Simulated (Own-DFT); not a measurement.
## Calculated data, InGa3P4 (zincblende random alloy, strained, atoms displaced)

All values are calculated (Own-DFT development build). A calculation, not a measurement: plane-wave PBE density functional theory by an unreviewed code, no spin, of a simulated periodic cell, stress positive in tension, free energy of the whole cell less one offset for each atom, forces on such cells passed a denser k mesh, this cell's mesh not checked; offsets are fitted by least squares, one for each functional and potential file, so energies compare only between cells with the same atoms and settings and are not formation energies; the far tail of each file's local potential was reset to the Coulomb form; each entry is a single point on an unrelaxed cell, so the pressure reflects the starting lattice, mostly measured values, from which strain is counted, and rises with the displacements; printed positions are rounded, which can move forces by about a meV/angstrom; the program is a retired in-house code; no spin-orbit coupling.

Settings shared by all entries: functional PBE; potential files PseudoDojo norm-conserving, scalar-relativistic, standard set; wave cutoff 42 hartree; occupations Fermi-Dirac; smearing width 0.1 eV; k mesh 3 x 3 x 3 centred on Gamma.

(1) 
```cif
# cell vector a (Å): 11.3066 0.0000 0.0000
# cell vector b (Å): 0.0000 11.3066 0.0000
# cell vector c (Å): 0.0000 0.0000 10.9332
data_InGa3P4
_symmetry_space_group_name_H-M 'P 1'
_symmetry_Int_Tables_number 1
_cell_length_a 11.3066
_cell_length_b 11.3066
_cell_length_c 10.9332
_cell_angle_alpha 90.000
_cell_angle_beta 90.000
_cell_angle_gamma 90.000
_cell_volume 1397.69
loop_
_atom_site_label
_atom_site_type_symbol
_atom_site_fract_x
_atom_site_fract_y
_atom_site_fract_z
_atom_site_occupancy
In1 In 0.00114 0.00269 0.99011 1
Ga1 Ga 0.00118 0.25903 0.25137 1
Ga2 Ga 0.24964 0.00103 0.25480 1
Ga3 Ga 0.24810 0.24951 0.99291 1
P1 P 0.12851 0.12138 0.12010 1
P2 P 0.12042 0.37539 0.37521 1
P3 P 0.37142 0.12980 0.37540 1
P4 P 0.37066 0.36878 0.11723 1
Ga4 Ga 0.99908 0.00142 0.50079 1
Ga5 Ga 0.99897 0.25283 0.74718 1
Ga6 Ga 0.25311 0.99828 0.74741 1
Ga7 Ga 0.24437 0.25315 0.49535 1
P5 P 0.12390 0.13023 0.62756 1
P6 P 0.12876 0.37080 0.87882 1
P7 P 0.37359 0.12232 0.87124 1
P8 P 0.37352 0.37553 0.62824 1
In2 In 0.00305 0.49084 0.99602 1
Ga8 Ga 0.00634 0.74359 0.25808 1
In3 In 0.24151 0.50210 0.23879 1
Ga9 Ga 0.25039 0.75482 0.00596 1
P9 P 0.12625 0.62713 0.12343 1
P10 P 0.12895 0.87450 0.37676 1
P11 P 0.37919 0.62318 0.37776 1
P12 P 0.38130 0.87651 0.12473 1
Ga10 Ga 0.99926 0.49809 0.50015 1
Ga11 Ga 0.00289 0.74474 0.74767 1
Ga12 Ga 0.25143 0.49557 0.75476 1
Ga13 Ga 0.25649 0.74675 0.50843 1
P13 P 0.12770 0.62508 0.63051 1
P14 P 0.12145 0.88925 0.87920 1
P15 P 0.37288 0.62599 0.88263 1
P16 P 0.37625 0.86918 0.62390 1
Ga14 Ga 0.50405 0.00451 0.99895 1
In4 In 0.49751 0.25139 0.25299 1
Ga15 Ga 0.75084 0.99711 0.25059 1
Ga16 Ga 0.75226 0.24820 0.99733 1
P17 P 0.62946 0.12594 0.12554 1
P18 P 0.61766 0.37432 0.38047 1
P19 P 0.87957 0.12622 0.37884 1
P20 P 0.87255 0.37342 0.13217 1
In5 In 0.50080 0.99429 0.49422 1
Ga17 Ga 0.49901 0.24564 0.75121 1
Ga18 Ga 0.75030 0.00537 0.74759 1
In6 In 0.75143 0.25367 0.49349 1
P21 P 0.62649 0.12582 0.62658 1
P22 P 0.62348 0.36970 0.88091 1
P23 P 0.87461 0.12657 0.87915 1
P24 P 0.87040 0.37811 0.61721 1
In7 In 0.50658 0.50154 0.99313 1
Ga19 Ga 0.49652 0.75148 0.24323 1
Ga20 Ga 0.74961 0.50852 0.25228 1
Ga21 Ga 0.74775 0.75314 0.99954 1
P25 P 0.62726 0.62216 0.12935 1
P26 P 0.62808 0.86624 0.37964 1
P27 P 0.87434 0.63311 0.37539 1
P28 P 0.87988 0.87330 0.11805 1
In8 In 0.49571 0.50674 0.49958 1
Ga22 Ga 0.49725 0.75075 0.74877 1
Ga23 Ga 0.75272 0.50542 0.75406 1
Ga24 Ga 0.74816 0.75331 0.49839 1
P29 P 0.61388 0.62310 0.62753 1
P30 P 0.62196 0.86914 0.87214 1
P31 P 0.87479 0.62533 0.87176 1
P32 P 0.87327 0.87224 0.63328 1
_calc_free_energy_of_cell_above_offsets '-30.171'  # eV
_calc_pressure 2.59  # GPa
_calc_stress_xx -2.11  # GPa
_calc_stress_yy -2  # GPa
_calc_stress_zz -3.67  # GPa
_calc_stress_yz -0.19  # GPa
_calc_stress_xz -0.41  # GPa
_calc_stress_xy 1.2  # GPa
```

Force:
```csv
element,x (eV/Å),y (eV/Å),z (eV/Å)
In,-1.224,0.909,2.194
Ga,0.02,-1.331,-0.239
Ga,0.134,-0.013,-0.491
Ga,0.434,-0.816,0.581
P,0.517,1.396,1.337
P,-0.193,-0.08,0.6
P,-1.498,-0.752,0.505
P,-0.298,0.049,-0.565
Ga,0.168,-0.331,0.403
Ga,-0.298,0.139,0.133
Ga,-0.291,0.039,-0.106
Ga,0.226,-0.067,0.709
P,0.204,-0.545,-0.364
P,0.563,-0.888,-1.925
P,0.223,0.057,0.267
P,-0.711,-0.981,0.375
In,-0.973,1.008,0.7
Ga,-0.179,0.866,-0.805
In,1.659,-0.928,1.356
Ga,-0.127,0.309,-0.429
P,-1.271,2.192,-0.921
P,-0.093,-0.173,0.484
P,-1.773,2.261,-1.786
P,-0.571,0.573,0.049
Ga,-0.053,0.616,0.105
Ga,-0.058,0.747,0.562
Ga,0.054,0.344,0.09
Ga,-0.506,-0.16,-0.741
P,0.06,-0.592,-0.463
P,2.818,-3.605,-2.655
P,-1.036,1.124,-1.414
P,-0.771,0.049,1.01
Ga,0.054,-0.302,-0.152
In,0.093,-0.029,-1.02
Ga,0.441,-0.173,-0.075
Ga,-0.102,0.169,0.605
P,0.423,-0.775,-0.455
P,1.23,1.536,-1.244
P,0.659,-1.065,-1.545
P,-0.85,-0.204,0.139
In,-0.169,0.793,0.51
Ga,0.053,0.212,-0.076
Ga,-0.126,-0.453,0.511
In,-0.49,-0.748,0.334
P,-0.281,-0.052,0.754
P,1.605,-1.005,-1.909
P,-1.194,1.435,-1.896
P,1.299,1.158,1.938
In,-0.783,-0.061,1.206
Ga,0.542,-0.475,0.756
Ga,0.049,-0.796,0.428
Ga,0.21,-0.302,0.13
P,0.446,1.337,0.177
P,0.361,-0.05,-2.045
P,0.104,-0.839,0.474
P,-0.871,-0.836,1.507
In,0.231,-1.573,0.68
Ga,-0.202,-0.37,0.44
Ga,-0.689,-0.579,-0.535
Ga,0.288,-0.599,1.17
P,2.387,1.382,1.216
P,0.228,0.878,0.102
P,-0.331,0.698,0.088
P,0.23,0.276,-0.766
```

(2) 
```cif
# cell vector a (Å): 11.3066 0.0000 0.0000
# cell vector b (Å): 0.0000 11.3066 0.0000
# cell vector c (Å): 0.0000 0.0000 10.9332
data_InGa3P4
_symmetry_space_group_name_H-M 'P 1'
_symmetry_Int_Tables_number 1
_cell_length_a 11.3066
_cell_length_b 11.3066
_cell_length_c 10.9332
_cell_angle_alpha 90.000
_cell_angle_beta 90.000
_cell_angle_gamma 90.000
_cell_volume 1397.69
loop_
_atom_site_label
_atom_site_type_symbol
_atom_site_fract_x
_atom_site_fract_y
_atom_site_fract_z
_atom_site_occupancy
Ga1 Ga 0.00273 0.00239 0.99922 1
Ga2 Ga 0.99798 0.25217 0.24876 1
In1 In 0.25222 0.00385 0.25041 1
Ga3 Ga 0.24849 0.25312 0.99483 1
P1 P 0.11484 0.12351 0.12791 1
P2 P 0.11972 0.37229 0.37203 1
P3 P 0.37427 0.13076 0.37746 1
P4 P 0.38129 0.37510 0.12624 1
In2 In 0.99522 0.00268 0.49807 1
Ga4 Ga 0.00218 0.24949 0.75123 1
In3 In 0.25644 0.99866 0.75725 1
Ga5 Ga 0.25659 0.24671 0.49485 1
P5 P 0.12086 0.12800 0.62351 1
P6 P 0.12382 0.37957 0.87340 1
P7 P 0.37651 0.12812 0.88277 1
P8 P 0.37865 0.37578 0.63075 1
In4 In 0.00283 0.50741 0.99914 1
Ga6 Ga 0.99566 0.75569 0.24985 1
Ga7 Ga 0.25453 0.50167 0.25531 1
Ga8 Ga 0.25286 0.75262 0.99538 1
P9 P 0.12886 0.63092 0.12410 1
P10 P 0.12039 0.86650 0.37490 1
P11 P 0.38003 0.61961 0.38275 1
P12 P 0.37645 0.87445 0.12158 1
Ga9 Ga 0.00464 0.50676 0.49913 1
In5 In 0.00829 0.74853 0.75535 1
Ga10 Ga 0.24577 0.49645 0.75072 1
Ga11 Ga 0.25171 0.74793 0.49909 1
P13 P 0.12986 0.62787 0.62502 1
P14 P 0.12810 0.87567 0.87233 1
P15 P 0.37268 0.62482 0.86899 1
P16 P 0.36858 0.87047 0.61720 1
In6 In 0.49772 0.00233 0.00882 1
Ga12 Ga 0.49915 0.24808 0.24360 1
Ga13 Ga 0.75075 0.00688 0.24829 1
In7 In 0.75718 0.24202 0.00101 1
P17 P 0.62395 0.12896 0.12329 1
P18 P 0.62913 0.37046 0.36970 1
P19 P 0.87599 0.12766 0.36734 1
P20 P 0.87279 0.37648 0.13192 1
Ga14 Ga 0.49458 0.00093 0.50331 1
Ga15 Ga 0.49454 0.24394 0.75095 1
Ga16 Ga 0.75024 0.01022 0.74605 1
Ga17 Ga 0.74859 0.25041 0.50602 1
P21 P 0.62002 0.12776 0.61999 1
P22 P 0.62016 0.36573 0.86965 1
P23 P 0.87581 0.12433 0.87538 1
P24 P 0.87314 0.37635 0.62544 1
Ga18 Ga 0.50545 0.50439 0.00666 1
Ga19 Ga 0.50112 0.75386 0.25674 1
Ga20 Ga 0.75390 0.50059 0.24828 1
Ga21 Ga 0.74909 0.74804 0.99576 1
P25 P 0.61833 0.63306 0.12307 1
P26 P 0.62647 0.86893 0.37170 1
P27 P 0.87680 0.62371 0.37424 1
P28 P 0.88164 0.87768 0.11848 1
Ga22 Ga 0.49432 0.50331 0.49643 1
Ga23 Ga 0.50402 0.75204 0.74678 1
In8 In 0.75846 0.50432 0.75716 1
Ga24 Ga 0.75797 0.75274 0.49971 1
P29 P 0.62620 0.62396 0.63625 1
P30 P 0.61591 0.88011 0.87164 1
P31 P 0.86819 0.63541 0.87531 1
P32 P 0.87983 0.87420 0.63410 1
_calc_free_energy_of_cell_above_offsets '-30.667'  # eV
_calc_pressure 2.38  # GPa
_calc_stress_xx -1.71  # GPa
_calc_stress_yy -1.85  # GPa
_calc_stress_zz -3.6  # GPa
_calc_stress_yz -0.83  # GPa
_calc_stress_xz -0.17  # GPa
_calc_stress_xy -0.38  # GPa
```

Force:
```csv
element,x (eV/Å),y (eV/Å),z (eV/Å)
Ga,-0.024,-0.363,-0.422
Ga,-0.1,0.144,-0.019
In,-0.558,-0.773,0.145
Ga,-0.187,0.15,0.748
P,0.287,1.267,-1.082
P,0.872,0.388,0.376
P,1.47,-0.011,0.039
P,-0.841,0.271,-0.23
In,0.215,-0.484,0.002
Ga,-0.215,0.281,-0.313
In,-0.236,0.78,-1.175
Ga,-1.025,1.089,1.05
P,1.098,1.043,0.354
P,0.523,-1.287,-0.63
P,-0.339,1.397,-0.437
P,-0.58,-0.191,-0.711
In,-0.819,-0.17,0.504
Ga,0.251,-0.654,-0.312
Ga,-0.385,-0.297,-0.438
Ga,0.006,-0.337,0.108
P,0.913,0.769,1.19
P,0.707,-0.425,0.099
P,-0.908,1.243,-1.102
P,-0.702,-1.97,1.1
Ga,-0.177,-0.65,0.049
In,-0.554,-0.193,-0.37
Ga,0.619,0.283,-0.323
Ga,-0.366,-0.206,-0.511
P,0.638,-1.352,-0.792
P,-0.002,0.387,2.561
P,0.334,0.011,0.442
P,1.436,-0.145,0.07
In,0.626,-0.093,-0.621
Ga,0.326,0.304,0.681
Ga,-0.184,-0.655,-0.257
In,-0.782,1.65,0.061
P,0.208,-0.42,2.059
P,-0.527,0.544,0.411
P,-1.211,0.861,0.086
P,0.585,0.22,0.129
Ga,0.311,-0.461,-0.584
Ga,0.23,0.426,-0.103
Ga,-0.357,-0.884,0.116
Ga,0.185,0.2,-0.862
P,0.128,-0.314,0.448
P,-0.465,0.704,0.746
P,1.582,-1.187,-1.386
P,1.392,-0.732,-0.742
Ga,-0.517,-0.602,-1.103
Ga,-0.577,-0.452,-0.529
Ga,-0.816,0.291,0.25
Ga,-0.713,1.216,0.484
P,1.051,-0.312,0.539
P,0.401,1.231,0.674
P,-0.059,0.353,-0.107
P,-1.075,-0.056,0.256
Ga,1.69,-1.138,1.201
Ga,-0.625,-0.113,-0.034
In,-1.3,-1.395,-0.263
Ga,-0.539,-0.346,0.588
P,-0.751,0.909,-2.214
P,1.659,-0.547,-0.639
P,0.745,0.317,1.352
P,-1.97,0.484,-0.608
```

(3) 
```cif
# cell vector a (Å): 11.3066 0.0000 0.0000
# cell vector b (Å): 0.0000 11.3066 0.0000
# cell vector c (Å): 0.0000 0.0000 10.9332
data_InGa3P4
_symmetry_space_group_name_H-M 'P 1'
_symmetry_Int_Tables_number 1
_cell_length_a 11.3066
_cell_length_b 11.3066
_cell_length_c 10.9332
_cell_angle_alpha 90.000
_cell_angle_beta 90.000
_cell_angle_gamma 90.000
_cell_volume 1397.69
loop_
_atom_site_label
_atom_site_type_symbol
_atom_site_fract_x
_atom_site_fract_y
_atom_site_fract_z
_atom_site_occupancy
In1 In 0.99239 0.00509 0.00156 1
Ga1 Ga 0.00300 0.25595 0.24623 1
Ga2 Ga 0.24710 0.00432 0.24103 1
Ga3 Ga 0.24395 0.25449 0.99682 1
P1 P 0.11989 0.11842 0.12693 1
P2 P 0.14083 0.37734 0.37159 1
P3 P 0.37495 0.12511 0.37328 1
P4 P 0.37082 0.37703 0.12963 1
Ga4 Ga 0.99796 0.99825 0.50064 1
In2 In 0.99568 0.25091 0.75279 1
Ga5 Ga 0.24852 0.99962 0.74909 1
Ga6 Ga 0.25384 0.25246 0.50155 1
P5 P 0.12564 0.12330 0.62905 1
P6 P 0.12546 0.37464 0.88101 1
P7 P 0.36951 0.12285 0.88244 1
P8 P 0.37684 0.36038 0.61663 1
Ga7 Ga 0.99567 0.49630 0.00716 1
Ga8 Ga 0.00650 0.75383 0.25624 1
Ga9 Ga 0.25618 0.50080 0.24620 1
Ga10 Ga 0.24239 0.75060 0.99903 1
P9 P 0.12137 0.62816 0.11722 1
P10 P 0.12348 0.87521 0.37809 1
P11 P 0.36916 0.62943 0.37427 1
P12 P 0.37287 0.87310 0.11599 1
Ga11 Ga 0.00271 0.50560 0.49983 1
Ga12 Ga 0.00293 0.75450 0.75121 1
Ga13 Ga 0.24878 0.49096 0.75217 1
Ga14 Ga 0.24978 0.74779 0.49580 1
P13 P 0.12416 0.61895 0.62131 1
P14 P 0.12686 0.88293 0.87307 1
P15 P 0.37260 0.62304 0.87549 1
P16 P 0.37546 0.88278 0.62787 1
Ga15 Ga 0.50552 0.00264 0.99759 1
Ga16 Ga 0.50562 0.25485 0.25063 1
Ga17 Ga 0.74934 0.99492 0.25529 1
In3 In 0.74789 0.24182 0.99039 1
P17 P 0.62211 0.11907 0.12779 1
P18 P 0.62586 0.37563 0.37457 1
P19 P 0.87553 0.12928 0.37777 1
P20 P 0.87140 0.37861 0.13088 1
Ga18 Ga 0.49925 0.00142 0.49359 1
Ga19 Ga 0.49887 0.25229 0.75126 1
Ga20 Ga 0.75897 0.00253 0.74771 1
In4 In 0.74566 0.24672 0.49977 1
P21 P 0.63603 0.12540 0.62339 1
P22 P 0.63155 0.37077 0.87375 1
P23 P 0.87431 0.12791 0.87253 1
P24 P 0.88179 0.37084 0.62181 1
In5 In 0.49952 0.49958 0.99973 1
Ga21 Ga 0.50754 0.74705 0.25415 1
Ga22 Ga 0.74676 0.49639 0.24371 1
Ga23 Ga 0.74508 0.75607 0.99637 1
P25 P 0.62959 0.62563 0.11812 1
P26 P 0.62970 0.88032 0.37065 1
P27 P 0.87713 0.61415 0.38006 1
P28 P 0.87061 0.87710 0.12011 1
In6 In 0.49834 0.50180 0.49099 1
In7 In 0.50342 0.74990 0.73572 1
Ga24 Ga 0.75604 0.49809 0.76205 1
In8 In 0.74939 0.75131 0.49552 1
P29 P 0.62326 0.62784 0.62987 1
P30 P 0.62493 0.88041 0.86934 1
P31 P 0.87396 0.62439 0.87847 1
P32 P 0.87842 0.87707 0.62396 1
_calc_free_energy_of_cell_above_offsets '-30.040'  # eV
_calc_pressure 2.63  # GPa
_calc_stress_xx -2.08  # GPa
_calc_stress_yy -2.05  # GPa
_calc_stress_zz -3.75  # GPa
_calc_stress_yz 0.34  # GPa
_calc_stress_xz -0.01  # GPa
_calc_stress_xy 0.59  # GPa
```

Force:
```csv
element,x (eV/Å),y (eV/Å),z (eV/Å)
In,0.382,-0.668,-0.57
Ga,0.194,-0.245,0.65
Ga,0.703,-0.771,0.69
Ga,0.488,-0.744,0.975
P,1.011,2.267,0.478
P,-1.34,0.029,0.289
P,-0.002,0.185,-0.322
P,0.075,-1.31,-0.02
Ga,0.35,0.546,0.013
In,1.324,0.072,-0.211
Ga,0.246,0.443,0.068
Ga,-0.785,-1.298,-0.57
P,0.634,-0.425,-1.219
P,-0.104,0.932,0.288
P,0.506,0.474,-0.606
P,-0.08,1.1,1.628
Ga,0.144,0.431,-0.316
Ga,-0.852,-0.638,-0.594
Ga,-0.725,0.745,-0.102
Ga,0.509,0.07,-0.501
P,0.095,-0.329,1.036
P,0.497,0.46,-0.204
P,-0.005,0.658,-1.156
P,0.42,0.026,0.681
Ga,0.282,-1.322,-0.104
Ga,0.083,-0.407,-0.102
Ga,0.418,0.361,-0.379
Ga,-0.275,0.601,0.815
P,0.559,0.728,0.802
P,0.177,-1.245,-0.333
P,-1.392,0.563,-0.776
P,-1.001,0.351,-1.628
Ga,-0.704,-0.375,0.11
Ga,-0.708,-0.546,-0.144
Ga,0.813,0.997,-0.84
In,-0.128,0.31,2.2
P,-0.162,-0.03,0.74
P,0.239,0.128,-1.857
P,1.227,-1.294,-1.471
P,0.693,-0.541,-0.397
Ga,0.158,0.217,0.472
Ga,0.185,-0.878,0.023
Ga,-0.446,-0.276,-0.018
In,0.997,1.314,-0.374
P,-2.682,-1.812,1.79
P,-1.33,0.93,-1.558
P,-0.448,-1.674,-1.006
P,-0.849,2.507,-0.365
In,-0.053,-0.49,-0.174
Ga,-0.603,0.367,-0.739
Ga,0.076,0.668,0.706
Ga,0.32,-0.057,-0.106
P,0.514,0.834,1.362
P,-1.685,-0.005,-0.06
P,0.179,0.337,-1.671
P,-0.735,-1.419,1.655
In,-0.155,0.133,1.111
In,-1.583,0.893,2.16
Ga,-0.02,-0.028,-1.259
In,0.38,-0.451,0.461
P,2.279,-2.722,-0.862
P,0.802,0.551,0.517
P,0.422,0.502,0.11
P,0.467,0.266,0.779
```

(4) 
```cif
# cell vector a (Å): 11.3066 0.0000 0.0000
# cell vector b (Å): 0.0000 11.3066 0.0000
# cell vector c (Å): 0.0000 0.0000 10.9332
data_InGa3P4
_symmetry_space_group_name_H-M 'P 1'
_symmetry_Int_Tables_number 1
_cell_length_a 11.3066
_cell_length_b 11.3066
_cell_length_c 10.9332
_cell_angle_alpha 90.000
_cell_angle_beta 90.000
_cell_angle_gamma 90.000
_cell_volume 1397.69
loop_
_atom_site_label
_atom_site_type_symbol
_atom_site_fract_x
_atom_site_fract_y
_atom_site_fract_z
_atom_site_occupancy
In1 In 0.00505 0.00186 0.00171 1
In2 In 0.99881 0.24969 0.25698 1
Ga1 Ga 0.24957 0.00417 0.25319 1
Ga2 Ga 0.25135 0.25015 0.99885 1
P1 P 0.12112 0.12255 0.11694 1
P2 P 0.12372 0.37114 0.37056 1
P3 P 0.37024 0.12655 0.37862 1
P4 P 0.37293 0.36772 0.12715 1
Ga3 Ga 0.99467 0.99745 0.50737 1
Ga4 Ga 0.00283 0.24732 0.75145 1
Ga5 Ga 0.25211 0.99563 0.76047 1
Ga6 Ga 0.24911 0.25251 0.49322 1
P5 P 0.11174 0.12945 0.62747 1
P6 P 0.11498 0.37433 0.87536 1
P7 P 0.37776 0.12395 0.87318 1
P8 P 0.37470 0.37328 0.62059 1
Ga7 Ga 0.99653 0.50265 0.99533 1
Ga8 Ga 0.99765 0.74972 0.24493 1
Ga9 Ga 0.24429 0.49403 0.24850 1
Ga10 Ga 0.25632 0.75393 0.00040 1
P9 P 0.12542 0.62962 0.11998 1
P10 P 0.12919 0.87765 0.37296 1
P11 P 0.36944 0.61778 0.37592 1
P12 P 0.37872 0.87903 0.12578 1
In3 In 0.99277 0.49497 0.50732 1
Ga11 Ga 0.00000 0.74521 0.74611 1
Ga12 Ga 0.24690 0.50512 0.74799 1
Ga13 Ga 0.24547 0.74637 0.49051 1
P13 P 0.11938 0.61969 0.63219 1
P14 P 0.11597 0.87674 0.87596 1
P15 P 0.37940 0.62460 0.88089 1
P16 P 0.38318 0.87394 0.61949 1
In4 In 0.49478 0.99973 0.99653 1
In5 In 0.49315 0.25973 0.24962 1
Ga14 Ga 0.74769 0.00903 0.24329 1
Ga15 Ga 0.74610 0.25474 0.00053 1
P17 P 0.62444 0.11551 0.12629 1
P18 P 0.61775 0.36919 0.37495 1
P19 P 0.86455 0.12829 0.37479 1
P20 P 0.87843 0.37314 0.12302 1
Ga16 Ga 0.49438 0.99953 0.50049 1
In6 In 0.50174 0.25160 0.74809 1
Ga17 Ga 0.74892 0.00385 0.74981 1
Ga18 Ga 0.74939 0.25174 0.50436 1
P21 P 0.62758 0.12602 0.62964 1
P22 P 0.62479 0.37659 0.88586 1
P23 P 0.87959 0.12509 0.87269 1
P24 P 0.87957 0.37173 0.62911 1
In7 In 0.50113 0.50605 0.00447 1
Ga19 Ga 0.50061 0.74397 0.25131 1
Ga20 Ga 0.74447 0.49721 0.25487 1
Ga21 Ga 0.75861 0.75652 0.00070 1
P25 P 0.62079 0.62084 0.12103 1
P26 P 0.62906 0.87533 0.36811 1
P27 P 0.87340 0.62404 0.39010 1
P28 P 0.87758 0.87185 0.12602 1
Ga22 Ga 0.49458 0.49858 0.50330 1
In8 In 0.49736 0.75028 0.74969 1
Ga23 Ga 0.74792 0.50629 0.74876 1
Ga24 Ga 0.75040 0.74556 0.50238 1
P29 P 0.62932 0.62174 0.62932 1
P30 P 0.62475 0.87025 0.86321 1
P31 P 0.87911 0.62583 0.87741 1
P32 P 0.87399 0.87791 0.62958 1
_calc_free_energy_of_cell_above_offsets '-28.742'  # eV
_calc_pressure 3  # GPa
_calc_stress_xx -2.3  # GPa
_calc_stress_yy -2.44  # GPa
_calc_stress_zz -4.27  # GPa
_calc_stress_yz 0.24  # GPa
_calc_stress_xz -1.12  # GPa
_calc_stress_xy -0.12  # GPa
```

Force:
```csv
element,x (eV/Å),y (eV/Å),z (eV/Å)
In,-1.82,-0.655,-0.431
In,-0.316,-0.966,-1.138
Ga,-0.014,-0.048,-0.59
Ga,-0.503,-0.163,-0.281
P,2.802,1.476,1.958
P,1.67,1.208,1.118
P,-0.185,-0.78,0.342
P,-2.533,1.824,-1.641
Ga,0.124,0.317,-0.716
Ga,-0.707,0.314,0.285
Ga,-0.446,0.103,-1.018
Ga,-0.557,-0.3,0.758
P,1.829,-0.676,-0.565
P,1.277,0.195,-0.018
P,-2.235,0.733,-0.235
P,-1.32,0.979,-0.182
Ga,0.301,-0.214,0.648
Ga,0.286,-0.319,0.888
Ga,0.042,0.373,-0.317
Ga,-0.514,0.224,-0.05
P,0.029,-0.581,0.214
P,-1.002,-0.101,0.096
P,0.312,0.206,-0.336
P,-1.372,-1.491,1.49
In,1.464,-0.043,-0.826
Ga,-0.235,0.675,0.498
Ga,0.397,-0.739,0.68
Ga,0.145,0.097,0.86
P,1.339,1.395,-0.394
P,2.146,-1.979,-1.408
P,-2.629,0.302,-0.902
P,-2.404,0.616,-0.545
In,1.401,-0.62,-0.331
In,0.929,-2.754,0.33
Ga,0.619,-1.199,0.689
Ga,0.66,-0.902,0.267
P,0.603,1.833,-0.44
P,1.773,1.789,1.795
P,-0.13,-1.284,1.033
P,-1.242,1.243,-0.413
Ga,1.041,0.275,-0.458
In,0.12,0.49,0.464
Ga,0.315,-0.158,0.28
Ga,-0.191,0.027,0.024
P,0.549,-1.032,-1.559
P,1.278,0.026,-1.309
P,-1.619,0.893,-0.285
P,-2.19,-1.325,1.544
In,-1.19,-1.875,-0.189
Ga,-0.052,0.308,-0.027
Ga,0.398,0.11,-0.188
Ga,-0.893,-0.525,-0.406
P,2.599,2.345,2.255
P,-0.39,-0.117,0.637
P,-0.775,0.921,-2.562
P,-0.95,0.256,0.81
Ga,0.63,0.122,-0.228
In,-0.069,-0.975,-0.5
Ga,0.704,-1.002,0.774
Ga,-0.297,0.936,0.146
P,-0.281,-0.439,-1.392
P,2.231,1.146,1.654
P,-0.694,0.258,-0.484
P,-0.259,-0.753,-0.175
```
